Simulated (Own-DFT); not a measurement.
Simulation results for SiGe3 (layered order of Si and Ge on the diamond lattice, atoms displaced)

Computed with Own-DFT development build. A calculation, not a measurement: plane-wave density functional theory by an unreviewed code, no spin, of a simulated periodic cell, stress positive in tension, run twice, with PBE and with PBEsol, both on files made for PBE, so the change isn't that of files made for PBEsol, forces on such cells moved up to 12 meV/angstrom on a denser k mesh; the far tail of each file's local potential was reset to the Coulomb form; each entry is a single point on an unrelaxed cell, so the pressure reflects the starting lattice, mostly measured values (interpolated for alloys), from which strain is counted, and rises with the displacements; printed positions are rounded, which can move forces by about a meV/angstrom; the program, named Own-DFT, is a retired in-house code; no spin-orbit coupling; stress was not checked against mesh or cutoff.

Entry: SiGe3 (layered order of Si and Ge on the diamond lattice, atoms displaced)

```
cell vectors (Å)
  11.2025     0.0000     0.0000
   0.0000    11.2025     0.0000
   0.0000     0.0000    11.2025
atoms (fractions of the cell vectors)
Ge  0.99279  0.00108  0.00056
Ge  0.00057  0.25132  0.24813
Ge  0.24984  0.99949  0.25265
Ge  0.24758  0.24841  0.99715
Ge  0.12538  0.12528  0.12843
Ge  0.12663  0.37603  0.38257
Ge  0.37369  0.12268  0.37532
Ge  0.37139  0.37305  0.12425
Ge  0.00058  0.00236  0.50367
Si  0.00176  0.24963  0.75295
Si  0.24834  0.99578  0.74360
Ge  0.25312  0.25306  0.49842
Ge  0.12550  0.12437  0.62348
Si  0.12592  0.37575  0.88048
Si  0.37560  0.12810  0.87269
Ge  0.37504  0.37661  0.63045
Ge  0.99981  0.50186  0.00071
Ge  0.00204  0.75153  0.24932
Ge  0.24876  0.49554  0.25037
Ge  0.25413  0.75247  0.99752
Ge  0.12289  0.62634  0.12568
Ge  0.12975  0.87415  0.37720
Ge  0.37346  0.62696  0.37540
Ge  0.37265  0.87616  0.12308
Ge  0.00435  0.50047  0.49827
Si  0.99872  0.75043  0.74707
Si  0.25035  0.49541  0.74921
Ge  0.25007  0.74896  0.50116
Ge  0.12769  0.62567  0.62210
Si  0.12189  0.87457  0.86913
Si  0.37349  0.62441  0.87342
Ge  0.37596  0.87227  0.61947
Ge  0.49844  0.99471  0.99664
Ge  0.49379  0.24681  0.24713
Ge  0.74768  0.99988  0.25314
Ge  0.75071  0.24813  0.99956
Ge  0.62865  0.12289  0.12137
Ge  0.62262  0.37324  0.37351
Ge  0.87467  0.12542  0.37094
Ge  0.87383  0.37495  0.12628
Ge  0.50286  0.00070  0.49993
Si  0.50231  0.25031  0.75100
Si  0.74850  0.99817  0.74609
Ge  0.74719  0.25138  0.50231
Ge  0.62689  0.12204  0.62240
Si  0.61875  0.37335  0.87322
Si  0.87157  0.12807  0.87447
Ge  0.87486  0.37709  0.62448
Ge  0.49859  0.50336  0.99794
Ge  0.50026  0.74757  0.25329
Ge  0.74843  0.50081  0.25110
Ge  0.74859  0.74996  0.99559
Ge  0.62267  0.62216  0.12271
Ge  0.62907  0.87387  0.37442
Ge  0.87356  0.62103  0.37094
Ge  0.87951  0.87480  0.12812
Ge  0.49852  0.49515  0.50023
Si  0.50187  0.75081  0.74424
Si  0.75030  0.50087  0.75355
Ge  0.75152  0.75214  0.50315
Ge  0.61863  0.62456  0.62806
Si  0.62571  0.87401  0.86973
Si  0.87156  0.62259  0.87471
Ge  0.87861  0.87098  0.62427
```

Settings of this run: functional PBE, then PBEsol, potential files PseudoDojo norm-conserving, scalar-relativistic, standard set, wave cutoff 42 hartree, occupations Fermi-Dirac, smearing width 0.1 eV and k mesh 3 x 3 x 3 centred on Gamma.

It finds PBE pressure 3.37 GPa; PBE stress xx -3.36 GPa; PBE stress yy -3.4 GPa; PBE stress zz -3.36 GPa; PBE stress yz -0.05 GPa; PBE stress xz -0.1 GPa; PBE stress xy -0.12 GPa; PBEsol pressure 0.67 GPa; PBEsol stress xx -0.66 GPa; PBEsol stress yy -0.69 GPa; PBEsol stress zz -0.66 GPa; PBEsol stress yz -0.06 GPa; PBEsol stress xz -0.09 GPa; PBEsol stress xy -0.11 GPa; rms change of force components from PBE to PBEsol 0.04 eV/Å.

Force:
```
force element  PBE force x (eV/Å)  PBE force y (eV/Å)  PBE force z (eV/Å)  PBEsol force x (eV/Å)  PBEsol force y (eV/Å)  PBEsol force z (eV/Å)
           Ge               0.852               0.189              -0.789                  0.824                  0.173                 -0.687
           Ge               0.194               0.251                0.55                  0.183                  0.234                  0.532
           Ge               0.002              -0.053              -0.365                  0.003                  -0.05                 -0.348
           Ge               0.252              -0.163              -0.086                  0.249                 -0.155                      0
           Ge              -0.168              -0.293              -0.569                 -0.167                 -0.276                 -0.543
           Ge              -0.171              -0.398              -1.089                  -0.16                 -0.379                 -1.057
           Ge               0.244               0.137               0.175                  0.236                  0.137                  0.162
           Ge               0.238               0.216              -0.444                  0.226                  0.204                 -0.417
           Ge              -0.185              -0.276              -0.799                 -0.172                 -0.268                 -0.776
           Si              -0.093               0.206               0.241                 -0.085                  0.203                  0.158
           Si               0.335               0.363               0.841                  0.336                  0.361                  0.746
           Ge               0.048              -0.488               0.665                  0.037                 -0.471                  0.636
           Ge               0.271               0.531               0.699                  0.256                  0.508                  0.603
           Si              -0.321               0.026              -1.075                 -0.316                  0.024                 -0.969
           Si              -0.175              -0.702              -0.572                 -0.182                 -0.695                 -0.485
           Ge               0.261              -0.585               0.019                  0.261                 -0.569                 -0.067
           Ge              -0.246              -0.072               -0.45                 -0.238                 -0.067                 -0.359
           Ge               0.009               -0.24               0.569                  0.008                 -0.236                  0.542
           Ge               -0.11               0.606               0.064                 -0.106                  0.587                  0.067
           Ge              -0.937              -0.356              -0.598                 -0.907                 -0.337                 -0.504
           Ge               0.699              -0.024              -0.224                  0.669                 -0.027                 -0.208
           Ge              -0.766               0.168               0.125                 -0.737                  0.162                  0.118
           Ge                   0              -0.751               0.052                  0.001                 -0.726                  0.051
           Ge               0.455               -0.17               0.614                   0.44                 -0.166                  0.592
           Ge              -0.801               0.283               0.318                 -0.769                  0.268                  0.298
           Si               0.196              -0.716               0.829                  0.183                 -0.707                  0.731
           Si              -0.442               0.664               0.904                 -0.429                  0.646                  0.803
           Ge                0.19              -0.027              -0.313                  0.188                 -0.024                 -0.313
           Ge              -0.288              -0.241               1.137                 -0.276                  -0.23                  1.021
           Si               0.099               0.189               0.163                  0.098                  0.189                  0.241
           Si                0.21               0.237              -0.841                  0.211                  0.237                 -0.749
           Ge               0.156               0.364               0.859                  0.146                  0.351                  0.758
           Ge               0.291               0.641              -0.555                  0.277                  0.622                 -0.465
           Ge               0.739              -0.052              -0.085                  0.712                 -0.046                 -0.077
           Ge               0.444              -0.059              -0.656                  0.435                 -0.056                 -0.632
           Ge              -0.306               0.649              -0.626                 -0.303                  0.627                 -0.529
           Ge              -0.764              -0.191               0.226                 -0.736                 -0.185                  0.227
           Ge               -0.13              -0.226              -0.124                 -0.127                 -0.215                 -0.112
           Ge               0.027               0.161               0.702                  0.023                  0.152                  0.677
           Ge              -0.008               0.148              -0.244                 -0.004                  0.141                 -0.229
           Ge              -0.259              -0.321                -0.4                 -0.251                 -0.312                 -0.393
           Si              -0.221              -0.402               0.016                 -0.221                   -0.4                 -0.075
           Si               0.494               0.028                0.72                  0.489                  0.032                  0.624
           Ge               0.509               -0.08              -0.521                   0.49                 -0.079                 -0.514
           Ge              -0.232               0.404               0.959                 -0.229                  0.395                   0.85
           Si               0.843               0.282               0.031                  0.832                  0.291                  0.115
           Si               0.169               -0.46              -0.798                  0.157                 -0.453                 -0.702
           Ge                0.21              -0.042               0.767                  0.203                 -0.045                  0.674
           Ge              -0.402              -0.689              -0.413                 -0.383                 -0.666                 -0.325
           Ge              -0.003               0.386              -0.592                 -0.005                   0.37                 -0.569
           Ge              -0.313              -0.419                -0.4                 -0.297                 -0.406                 -0.387
           Ge               0.204               0.134               0.173                  0.197                  0.122                  0.238
           Ge               0.312               0.524               0.174                  0.299                  0.505                  0.174
           Ge              -0.486              -0.103               0.305                 -0.469                 -0.093                  0.297
           Ge               0.378               0.765               0.621                  0.369                  0.739                  0.597
           Ge              -1.078              -0.062              -0.273                 -1.037                 -0.052                 -0.261
           Ge              -0.092               0.589               -0.08                 -0.091                  0.574                 -0.078
           Si              -0.658               0.066                1.21                 -0.649                  0.057                  1.105
           Si              -0.505              -0.282               0.011                 -0.504                 -0.285                  -0.07
           Ge              -0.231              -0.934              -0.277                 -0.224                 -0.895                 -0.277
           Ge               0.973              -0.373              -0.144                  0.948                 -0.369                  -0.21
           Si              -0.189               0.007              -0.389                 -0.187                  0.003                 -0.297
           Si               0.521               0.323              -0.503                   0.52                  0.329                 -0.409
           Ge              -0.243               0.714               0.554                 -0.245                  0.698                  0.458
```
